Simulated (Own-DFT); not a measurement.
Simulation results for Al3GaAs4 (zincblende random alloy, atoms displaced), Al3GaN4 (wurtzite random alloy, atoms displaced)

All values are calculated (Own-DFT development build). A calculation, not a measurement: plane-wave PBE density functional theory by an unreviewed code, no spin, of a simulated periodic cell, stress positive in tension, free energy of the whole cell less one offset for each atom, forces on such cells passed a denser k mesh, this cell's mesh not checked; offsets are fitted by least squares, one for each functional and potential file, so energies compare only between cells with the same atoms and settings and are not formation energies; the far tail of each file's local potential was reset to the Coulomb form; each entry is a single point on an unrelaxed cell, so the pressure reflects the starting lattice, mostly measured values, from which strain is counted, and rises with the displacements; printed positions are rounded, which can move forces by about a meV/angstrom; the program is a retired in-house code; no spin-orbit coupling; before rounding, a Quantum ESPRESSO 7.3.1 run of the same cell and cutoff gave forces within 1 meV/angstrom rms on each cell, which checks the program and not the settings.

Settings shared by all entries: functional PBE; potential files PseudoDojo norm-conserving, scalar-relativistic, standard set; wave cutoff 42 hartree; occupations Fermi-Dirac; smearing width 0.1 eV.

(1) 
```xyz
64
Lattice="11.3183 0.0000 0.0000 0.0000 11.3183 0.0000 0.0000 0.0000 11.3183" Properties=species:S:1:pos:R:3:force_x:R:1:force_y:R:1:force_z:R:1 formula=Al3GaAs4 k_mesh=3_x_3_x_3_centred_on_Gamma free_energy_of_cell_above_offsets=-13.612 pressure=4.18 stress_xx=-3.97 stress_yy=-4.34 stress_zz=-4.23 stress_yz=-1.06 stress_xz=0.32 stress_xy=0.46
Al     0.0297     0.1287    11.2624     -0.517     -0.293      0.833
Al     0.0071     2.7889     2.8600      0.287     -0.465     -0.188
Al     2.7696    11.2712     2.7984      2.213      0.054      0.775
Al     2.8361     2.8473    11.2170     -0.668      0.484      1.209
As     1.5873     1.2766     1.4237     -1.741      2.217     -1.066
As     1.3695     4.1248     4.3695      0.493      1.178     -0.546
As     4.3674     1.3603     4.2809     -1.465     -0.417      0.064
As     4.1220     4.3425     1.4173      1.238     -1.001     -0.255
Ga    11.2448    11.2901     5.6044      0.863     -0.126      1.579
Al    11.3009     2.7658     8.3660     -0.979      0.814      3.528
Al     2.8673     0.1318     8.4894     -0.275     -0.729      0.429
Al     2.9862     2.8926     5.7007     -1.319     -1.476     -0.545
As     1.2534     1.4523     7.1919      2.958     -1.764     -2.454
As     1.2691     4.2113     9.9800      1.118     -0.654     -1.705
As     4.3246     1.5255     9.9936      0.035     -0.429     -1.211
As     4.2913     4.3031     6.9814      0.626     -0.256      1.305
Al     0.1219     5.6822     0.0065     -1.689      0.559      0.427
Al    11.2886     8.4552     2.8467     -0.076      0.122      0.228
Ga     2.9356     5.7179     2.9224     -2.379     -1.348     -0.819
Ga     2.8068     8.5712     0.0788      0.095      -0.43     -0.973
As     1.4423     7.1145     1.4093      0.025     -0.306      0.946
As     1.3636    10.0924     4.1892      0.031     -2.281      0.678
As     4.0673     7.1512     4.2313      2.772     -0.457      0.108
As     4.2954     9.9256     1.3785     -0.965     -0.626      1.236
Ga    11.2507     5.6858     5.7529      0.849      0.379     -0.717
Al    11.2577     8.6317     8.5339      1.132      -1.12      0.723
Al     2.8981     5.6132     8.4014     -1.379       0.02      0.644
Ga     2.8941     8.4627     5.6000      -1.99      1.773      1.713
As     1.3644     7.1527     7.1673      0.399     -0.081     -0.497
As     1.3290     9.9643     9.9842       1.34      0.001     -0.875
As     4.1709     6.9011     9.9426      0.078      1.849     -0.603
As     4.3612     9.8301     7.1693     -2.494     -0.575      0.911
Ga     5.5561     0.0545     0.1334      0.907     -0.423     -1.674
Al     5.5952     2.8151     2.8643      0.843      0.375     -0.898
Al     8.5971     0.1010     2.9876     -1.098     -1.524     -2.277
Al     8.5171     2.9283    11.2951     -0.939     -0.251      0.143
As     7.1006     1.2959     1.3055      0.845       1.78      1.631
As     7.0606     4.2430     4.3727     -0.126     -0.253     -0.698
As     9.8914     1.3402     4.3782      0.499      1.808     -0.788
As     9.7906     4.2637     1.5530      2.449     -1.132     -1.865
Al     5.4720    11.1324     5.7665       2.56      1.794     -1.509
Al     5.7672     2.8318     8.4813     -0.847      0.722      0.334
Al     8.5784    11.2208     8.4519     -2.414      1.774      1.474
Al     8.5485     2.7918     5.6824     -0.662      0.546      0.589
As     7.0087     1.4969     7.0790       0.94     -1.868     -0.563
As     7.0759     4.3487     9.8198      0.343     -0.467      0.529
As     9.8035     1.4303     9.9545      0.661      0.205     -0.882
As    10.0796     4.1358     7.0567      -2.53      1.273     -0.003
Al     5.6728     5.6716    11.2509     -0.864     -1.154       0.08
Ga     5.5986     8.4495     2.8306      0.823      0.564      0.277
Al     8.4963     5.5052     2.8435     -2.181      2.087      1.302
Ga     8.5249     8.3959     0.0815     -0.852      0.131     -0.396
As     6.8809     6.9856     1.3561      2.025      0.489      1.369
As     7.1747     9.9627     4.2908     -0.751     -0.741      0.368
As     9.7780     7.0530     4.3136      0.831      -0.07     -0.563
As     9.9721     9.8385     1.3327     -0.147       1.05      0.945
Al     5.6274     5.7406     5.6644      0.202      0.368     -0.752
Al     5.7406     8.4242     8.4708      -0.31     -0.369      1.562
Al     8.5152     5.7534     8.5272     -0.566     -1.075     -1.968
Al     8.5944     8.4985     5.8164     -0.129      1.065     -1.167
As     7.0578     7.2001     6.9380      0.076     -1.448      1.063
As     7.0659     9.8731     9.9467      0.001      0.148      0.019
As     9.8557     7.0899     9.7788      1.341      0.417      1.735
As     9.9499     9.9583     7.2192      0.452     -0.437       -2.3
```

Units: free_energy_of_cell_above_offsets in eV; pressure, stress_xx, stress_yy, stress_zz, stress_yz, stress_xz, stress_xy in GPa; force_x, force_y, force_z in eV/Å.

(2) 
```xyz
64
Lattice="11.3183 0.0000 0.0000 0.0000 11.3183 0.0000 0.0000 0.0000 11.3183" Properties=species:S:1:pos:R:3:force_x:R:1:force_y:R:1:force_z:R:1 formula=Al3GaAs4 k_mesh=3_x_3_x_3_centred_on_Gamma free_energy_of_cell_above_offsets=-15.641 pressure=3.74 stress_xx=-3.65 stress_yy=-3.79 stress_zz=-3.78 stress_yz=-0.62 stress_xz=0.27 stress_xy=0.41
Al    11.2747    11.2097    11.2941       0.93      0.165      0.723
Al     0.0024     2.7949     2.7454      0.991      0.304     -0.322
Al     2.8780    11.2226     2.8244     -1.028      0.167     -0.319
Al     2.9983     2.7754    11.2744     -3.147      2.882      1.654
As     1.5441     1.4163     1.2855     -0.969      -0.57      0.829
As     1.4678     4.2557     4.2771      0.235     -0.341     -1.556
As     4.1548     1.3516     4.1815      1.151      0.963      0.875
As     4.2570     4.2385     1.3239      0.191      0.933      0.217
Al    11.2757    11.2841     5.5996     -0.675      0.938       1.04
Al    11.2513     2.8410     8.4935      0.993      0.007     -0.141
Ga     2.9254    11.3158     8.4383      -0.74     -0.282      0.603
Al     2.7139     2.7661     5.6539      1.069      0.015       0.08
As     1.4428     1.3305     7.0703     -1.072      0.445      0.423
As     1.4604     4.3171     9.9043     -0.187     -0.398     -0.079
As     4.0841     1.4280    10.0582      2.977     -2.233      -3.35
As     4.2179     4.3162     7.0574     -0.118     -1.365     -0.389
Al    11.1945     5.6556    11.3091      0.979      0.122      0.044
Al     0.0223     8.4238     2.9689      0.542      1.353     -0.737
Al     2.8773     5.7099     2.7368     -0.551     -0.625      0.059
Al     2.7716     8.4795    11.2947      0.632        0.6      0.861
As     1.3774     7.1095     1.4265     -0.099     -0.376     -0.165
As     1.4233     9.9710     4.4406      0.744     -1.341     -1.892
As     4.2659     7.0638     4.1698       0.13     -1.235      0.659
As     4.3197    10.0139     1.3745     -0.134     -1.527      0.064
Al     0.1011     5.6241     5.5529     -0.629      1.001      0.889
Al     0.1516     8.4604     8.4670     -1.984      0.763      0.159
Al     2.8298     5.6949     8.3570     -0.239      0.426      1.288
Al     2.9468     8.4246     5.5512     -0.827      0.733      1.047
As     1.4349     7.1770     7.0866      0.576     -1.242     -1.698
As     1.3997     9.8309     9.8972      0.422       1.03     -0.195
As     4.2418     7.1600     9.9188     -0.797       -0.6     -0.747
As     4.2007     9.8875     7.0553      1.791     -0.475     -0.153
Al     5.7154     0.1650     0.0135     -1.387     -0.483      0.025
Al     5.5637     2.9511     2.8352      0.431     -1.446     -0.107
Al     8.5274     0.0374     2.8775     -0.057     -0.922     -0.437
Ga     8.4315     2.7918    11.2615      0.392     -0.086      0.999
As     7.0994     1.3119     1.4171      0.196      1.818      0.987
As     7.2040     4.1857     4.1315     -1.985      0.461      0.433
As     9.9617     1.4452     4.1507     -0.568      0.222      1.152
As     9.8753     4.2724     1.4317     -0.378     -0.524     -0.373
Ga     5.8457     0.0452     5.6466     -2.383     -1.471     -1.237
Ga     5.5874     2.8509     8.5057     -0.898     -1.264     -0.727
Al     8.5545     0.0173     8.5796     -0.471     -0.234      0.157
Al     8.3978     2.9436     5.6453      1.021     -1.783      0.807
As     7.0230     1.2795     7.0760      1.447      2.305       1.33
As     7.0450     4.0549     9.8098      0.351      2.412      0.839
As     9.9936     1.4230    10.0242     -0.571      0.072     -0.939
As     9.9544     4.2641     6.9728      -0.32      0.137      0.575
Al     5.5781     5.8313    11.2955      1.196     -1.196      0.493
Ga     5.6995     8.3756     2.9124     -0.985      1.675     -0.874
Ga     8.4622     5.6556     2.8468      0.607      0.462     -0.712
Al     8.5054     8.5127    11.2442     -0.715      0.432      1.143
As     7.0648     7.1406     1.5562      0.781     -0.879     -2.071
As     7.0462     9.8194     4.1823      0.622       1.04      0.372
As     9.9194     7.0345     4.1714     -0.482     -0.223      1.318
As     9.9028     9.8598     1.4359       0.09      -0.11      0.437
Al     5.6693     5.5465     5.6556      0.442      0.485      -0.81
Ga     5.7941     8.4237     8.6332     -0.561      0.467     -1.613
Al     8.4850     5.6497     8.4953      0.325     -0.432     -0.122
Ga     8.3946     8.4686     5.6408      1.142      0.258     -0.296
As     7.1332     7.0038     6.9789      -0.83      -0.15      1.074
As     6.9204     9.9710    10.0414       1.81     -0.235     -0.947
As     9.8897     7.1394     9.9198      0.119     -0.491     -0.937
As     9.8409     9.9255     7.0552      0.461     -0.554      0.292
```

Units: free_energy_of_cell_above_offsets in eV; pressure, stress_xx, stress_yy, stress_zz, stress_yz, stress_xz, stress_xy in GPa; force_x, force_y, force_z in eV/Å.

(3) 
```xyz
72
Lattice="9.3938 0.0000 0.0000 -4.6969 8.1352 0.0000 0.0000 0.0000 10.0655" Properties=species:S:1:pos:R:3:force_x:R:1:force_y:R:1:force_z:R:1 formula=Al3GaN4 k_mesh=4_x_4_x_3_centred_on_Gamma free_energy_of_cell_above_offsets=-20.554 pressure=5.21 stress_xx=-3.86 stress_yy=-6.37 stress_zz=-5.41 stress_yz=0.3 stress_xz=0.16 stress_xy=-0.47
Al    -0.0106     1.7564    10.0284      -1.09       0.77      1.121
Al     1.5358     0.8101     2.5517      0.163      1.928     -0.326
N     -0.0039     1.8048     1.9270     -0.131      -0.87     -0.298
N      1.5614     0.8780     4.4499     -0.174      0.193      0.062
Al    -0.0056     1.7923     5.0853       0.18      0.345     -0.429
Ga     1.6004     0.9228     7.5158     -0.555      -0.36       0.59
N     -0.0125     1.8381     7.0109      0.622      0.432     -1.221
N      1.4957     0.8737     9.4999      0.662      0.286     -0.624
Ga    -1.5572     4.5241    10.0184      -0.54     -0.175      1.534
Al     0.0006     3.5772     2.4891      0.309      0.669       0.54
N     -1.5412     4.5625     1.9504     -0.599     -1.193      0.123
N      0.0453     3.5769     4.4512      0.354      0.128     -0.263
Ga    -1.5625     4.5078     5.0633      0.611      0.201     -0.511
Al     0.0268     3.6285     7.5496     -0.965     -0.108      0.634
N     -1.5520     4.5282     6.9886       -0.1      0.052      0.677
N     -0.0313     3.5993     9.5121      1.747     -0.788     -1.313
Al    -3.1263     7.2942     0.0115     -0.444     -2.058      0.176
Al    -1.5343     6.3158     2.5155     -0.316       0.25      0.554
N     -3.1354     7.2080     1.9508      0.381     -0.184     -0.719
N     -1.5932     6.3526     4.4360      0.326     -0.221     -0.639
Al    -3.1000     7.2248     5.0348     -0.655     -0.244      0.207
Al    -1.5864     6.3208     7.5706      0.551       0.32     -0.619
N     -3.1206     7.2286     6.9438      0.923     -0.075      -0.64
N     -1.5753     6.3116     9.4566     -0.809      1.584     -0.507
Ga     3.0654     1.8084     0.0287      0.754       0.11     -0.856
Al     4.7141     0.9598     2.5497     -0.937     -0.649     -0.259
N      3.0929     1.8751     1.8776      0.227     -1.654      2.567
N      4.7394     0.8762     4.4781     -1.217      1.918     -1.413
Al     3.0752     1.8466     5.0050      1.052     -0.394      0.112
Al     4.6783     0.8343     7.5653      0.763      1.732     -0.342
N      3.1469     1.8195     6.9254      0.774      0.404     -0.074
N      4.7554     0.8841     9.4893     -1.129      1.381     -1.463
Al     1.5489     4.5624    10.0012      0.126     -1.173      1.168
Al     3.0906     3.6455     2.4599      0.671     -0.453      0.934
N      1.6052     4.4972     1.9116     -1.618     -0.059     -1.167
N      3.1267     3.6429     4.4184      0.362     -0.385     -0.068
Al     1.6232     4.5518     5.0783     -1.004     -0.802     -0.963
Al     3.1352     3.6127     7.5502     -0.239      0.135      0.191
N      1.4960     4.5254     6.9360      1.638      0.244      0.575
N      3.1321     3.6254     9.4772     -0.248      0.559     -0.937
Ga    -0.0372     7.2843     0.0086      0.763      -1.63      0.495
Ga     1.5868     6.3075     2.4980     -0.175      0.156      0.115
N     -0.0127     7.2589     1.9443     -0.282      0.569       0.38
N      1.5893     6.3007     4.4401      0.807       0.17      0.353
Ga     0.0375     7.2334     5.0526     -0.654     -0.748     -1.494
Al     1.5941     6.3354     7.5356      -0.87      0.097      0.052
N     -0.0114     7.2736     6.8672      0.051     -1.311      3.441
N      1.5703     6.2948     9.4320      0.222      0.791     -0.096
Al     6.2312     1.8184    10.0604      1.116     -0.071       0.05
Al     7.8028     0.9151     2.5664      0.681     -0.267     -1.344
N      6.2490     1.7839     1.8970      0.317      0.672      0.504
N      7.8536     0.8902     4.4235     -0.451      0.101      0.541
Al     6.2438     1.7809     5.0045      0.814      0.696      1.087
Ga     7.8342     0.9200     7.5770     -0.483     -0.243      0.083
N      6.2944     1.8331     6.9571     -1.515      0.219     -0.605
N      7.7987     0.8343     9.4823      0.059      1.226      1.014
Al     4.7280     4.4927    10.0475     -0.517      0.694      0.075
Al     6.2263     3.6001     2.5706      0.609      0.562     -1.611
N      4.6538     4.4774     1.8953      1.038      0.737       0.12
N      6.2639     3.6215     4.3997     -0.747      -1.01      0.788
Al     4.7181     4.5141     5.0251     -0.414     -0.533      0.559
Al     6.2865     3.6412     7.5732     -0.616     -0.523     -0.807
N      4.6687     4.5099     6.9754      0.646      -0.73     -0.863
N      6.2615     3.6131     9.4257     -0.592     -0.679      0.551
Al     3.1273     7.2236     0.0144      0.213      -0.73      -0.72
Al     4.7004     6.3344     2.5029      0.018     -1.094       0.58
N      3.1862     7.2153     1.8714     -0.132      0.904      0.798
N      4.7118     6.2679     4.4949     -0.141      1.445     -1.095
Al     3.1297     7.2405     5.0273       0.41     -0.533      0.402
Ga     4.7108     6.3504     7.5433     -0.418      -0.33     -0.236
N      3.1094     7.2467     6.9718     -0.243     -0.438     -1.398
N      4.7148     6.3258     9.4225       0.06      0.031       2.17
```

Units: free_energy_of_cell_above_offsets in eV; pressure, stress_xx, stress_yy, stress_zz, stress_yz, stress_xz, stress_xy in GPa; force_x, force_y, force_z in eV/Å.
